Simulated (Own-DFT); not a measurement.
# How strain changes the stress of bcc W, 16 atoms (W16)

All numbers below are calculated, not measured. They come from Own-DFT, an in-house plane-wave density functional program, since retired, whose code no person has reviewed. Each row is one single-point run on a periodic cell that was not relaxed, without spin or spin-orbit coupling.

Settings of every run: PBE; PseudoDojo norm-conserving scalar-relativistic files; cutoff 50 hartree; 5 x 5 x 5 k mesh centred on Gamma; cold (Marzari-Vanderbilt) smearing of 0.2 eV.

Known limits: forces on such cells failed a check on a denser k mesh; stress not checked against mesh or cutoff.

Unstrained cell vectors in Å: (6.330, 0.000, 0.000); (0.000, 6.330, 0.000); (0.000, 0.000, 6.330). The unstrained cell has measured lattice constants (interpolated for alloys), not those of this functional. That, the random moves and any unrelaxed bonds set the pressure at no strain. Each run strains this cell uniformly, with the atoms carried along. Every atom was also moved at random, by a Gaussian of width 0.05 Å on each axis. Strain is the symmetric tensor, in per cent. Stress is positive in tension, and the pressure is minus a third of its trace.

| run | e_xx (%) | e_yy (%) | e_zz (%) | e_yz (%) | e_xz (%) | e_xy (%) | s_xx (GPa) | s_yy (GPa) | s_zz (GPa) | s_yz (GPa) | s_xz (GPa) | s_xy (GPa) | P (GPa) | E (meV/atom) |
|---|---|---|---|---|---|---|---|---|---|---|---|---|---|---|
| 1 | -0.71 | -0.25 | -1.98 | -1.15 | 1.85 | 0.24 | -17.77 | -16.30 | -22.26 | -4.39 | 6.60 | 1.58 | 18.77 | 75.9 |
| 2 | 1.02 | 1.60 | 1.94 | 0.22 | -1.39 | -0.60 | 3.80 | 5.43 | 6.41 | 0.45 | -3.87 | -1.33 | -5.21 | 34.8 |
| 3 | 0.66 | 1.44 | -1.26 | 1.46 | 1.18 | 0.52 | -3.12 | -0.93 | -9.60 | 4.28 | 3.45 | 1.43 | 4.55 | 0.0 |
| 4 | -1.75 | -1.44 | 1.28 | 0.82 | 0.58 | 1.03 | -18.43 | -17.39 | -8.76 | 2.10 | 2.06 | 3.27 | 14.86 | 61.9 |
| 5 | 1.86 | 0.51 | 1.55 | -0.83 | -0.70 | -1.70 | 3.86 | 0.66 | 4.17 | -2.33 | -1.85 | -4.79 | -2.90 | 48.7 |
| 6 | -1.43 | -1.42 | -1.77 | 1.64 | 0.64 | 1.55 | -24.78 | -24.30 | -25.40 | 5.69 | 1.45 | 5.38 | 24.82 | 98.3 |
| 7 | -1.66 | 1.10 | -1.31 | 1.78 | -0.03 | 0.54 | -18.06 | -8.84 | -16.39 | 5.54 | 0.03 | 1.97 | 14.43 | 54.9 |
| 8 | 0.67 | 0.82 | -1.40 | -1.15 | 0.56 | -0.51 | -5.23 | -4.89 | -12.14 | -3.43 | 1.64 | -1.43 | 7.42 | 21.6 |
| 9 | -0.66 | -1.95 | 0.00 | 1.17 | 0.81 | -1.37 | -17.09 | -20.81 | -14.17 | 4.68 | 3.07 | -4.57 | 17.36 | 66.6 |
| 10 | -0.89 | 1.95 | 1.59 | -1.52 | 1.00 | 1.39 | -4.90 | 4.05 | 3.25 | -4.50 | 3.21 | 4.23 | -0.80 | 7.9 |
| 11 | 1.76 | -0.41 | 0.45 | 1.83 | -1.27 | -0.21 | 0.96 | -5.63 | -3.19 | 5.42 | -3.47 | 0.02 | 2.62 | 31.1 |
| 12 | 1.87 | -0.63 | 0.08 | 1.90 | -0.60 | -0.26 | -0.50 | -7.42 | -5.26 | 5.59 | -2.17 | -0.12 | 4.40 | 46.9 |
| 13 | -1.03 | -1.13 | -1.91 | 1.54 | 1.32 | -1.34 | -21.50 | -21.59 | -24.45 | 5.76 | 5.24 | -5.19 | 22.51 | 78.6 |
| 14 | 1.55 | -1.89 | -0.52 | 0.33 | -1.97 | 1.93 | -5.39 | -16.85 | -12.16 | 2.08 | -6.78 | 6.33 | 11.46 | 57.9 |
| 15 | 0.45 | 1.07 | -0.32 | -1.14 | -1.77 | -1.61 | ? | ? | ? | ? | ? | ? | ? | ? |

E is the free energy for each atom above the lowest run shown.

## Worked fit

Each stress component was fitted by least squares to a constant and the strains of the runs shown, as fractions, with shears doubled. Shear strains stay in the fit of a normal stress only where such slopes are resolved. The slopes, in GPa:

```
stress,at no strain,per e_xx,per e_yy,per e_zz,scatter
s_xx,-8.9,537 ± 21,250 ± 21,199 ± 21,0.98
s_yy,-8.7,223 ± 15,562 ± 16,204 ± 15,0.73
s_zz,-8.7,220 ± 17,240 ± 17,532 ± 17,0.81
```

Each shear stress against twice its own strain: yz 150 ± 9, xz 157 ± 10, xy 161 ± 8 GPa. These are stiffnesses along x, y and z of the frame in which the cell vectors are given, which need not be the crystal's axes. The atoms are held to the strained lattice; where symmetry lets them move under strain, relaxing them would lower some slopes. The table should be nearly symmetric about its diagonal, and what it lacks of that shows the noise. A ninth of its sum, 330 ± 8 GPa, estimates the bulk modulus near the mean pressure of these runs, 9.6 GPa, so it lies above the value at zero pressure.

## Withheld run

Question: what normal stresses and pressure should run 15 give?

The fit gives s_xx = -4.4, s_yy = -2.3, s_zz = -6.8 and P = 4.5 GPa. The calculation gave -4.25, -2.60, -6.49 and P = 4.45 GPa.
